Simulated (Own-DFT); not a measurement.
# A pressure from energies alone: monoclinic HfO2, 94 atoms (Hf32O62), with two O vacancies

These are calculations. Each geometry was run twice at fixed positions with Own-DFT, a retired in-house plane-wave program that no person has reviewed: with PBE, and with HSE06 (exact exchange share 0.25 at short range, screening 0.11 per bohr, Gygi-Baldereschi treatment of its divergence). Both used PseudoDojo norm-conserving files made for PBE, a cutoff of 48 hartree, the Gamma point alone, fixed occupations, a neutral cell and no spin. One k point on a cell 10.1 Å thick isn't converged, and results move with the size of the cell. The hafnium file keeps the 4f electrons in the core, and its forces lie about 75 meV/Å off all-electron values. The oxygen file's force components were 24 meV/Å off all-electron values in a glass.

Unstrained cell vectors in Å: (10.234, 0.000, 0.000); (0.000, 10.350, 0.000); (-1.695, 0.000, 10.445), volume V0 = 1106.4 Å³, from measured lattice constants. Each geometry has its own random strain of a few per cent, its own defect sites and random moves of rms u per axis. HSE06 gave the energy alone. D is its energy less that of PBE, over the lowest D shown. The PBE stress wasn't checked against mesh or cutoff.

| run | V - V0 (Å³) | u (Å) | P with PBE (GPa) | D (eV) |
|---|---|---|---|---|
| 1 | -22.1 | 0.0465 | 11.28 | 0.763 |
| 2 | -46.2 | 0.0282 | 14.47 | 0.000 |
| 3 | 44.1 | 0.0302 | -4.64 | 2.288 |
| 4 | -42.2 | 0.0502 | 17.30 | 0.335 |
| 5 | 28.1 | 0.0310 | -1.60 | 1.825 |
| 6 | -6.4 | 0.0292 | 7.02 | 1.031 |
| 7 | -8.4 | 0.0480 | 7.20 | 1.089 |
| 8 | 23.2 | 0.0518 | 0.83 | 1.947 |
| 9 | 21.6 | 0.0314 | -0.41 | 1.760 |
| 10 | 29.2 | 0.0307 | -1.70 | 1.857 |
| 11 | -23.2 | 0.0501 | 10.81 | 0.859 |
| 12 | -4.8 | 0.0312 | 5.43 | 1.005 |
| 13 | -20.4 | 0.0521 | 9.72 | 0.863 |
| 14 | 12.9 | 0.0476 | 2.25 | ? |

## Worked fit

D = 1.05 + 0.0247 (V - V0) + 125 u² eV, with an error of 0.0004 on the volume slope, 16 on the last term and a scatter of 0.04 eV. Pressure is -dE/dV, and 1 eV/Å³ is 160.2 GPa, so HSE06 changes the pressure by -4.0 ± 0.1 GPa. With the ions held to the strained lattice, the PBE pressure falls by 251 ± 10 GPa per unit of volume strain; the shape of the strain isn't fitted, so the true error is larger, and a relaxed crystal would be softer. On that slope HSE06's volume at a given pressure is about 1.6 % smaller, or 0.5 % in lengths. At u = 0 and V0 the PBE pressure is 4.1 GPa, which puts the zero-pressure volume, against the measured cell and with the defects in, at +1.6 % for PBE and +0.1 % for HSE06, each good to a few tenths of a per cent.

## Check

The question: what D should run 14 give?

From the fit: 1.65 eV, with rows scattering by 0.04. The calculation gave 1.602 eV.
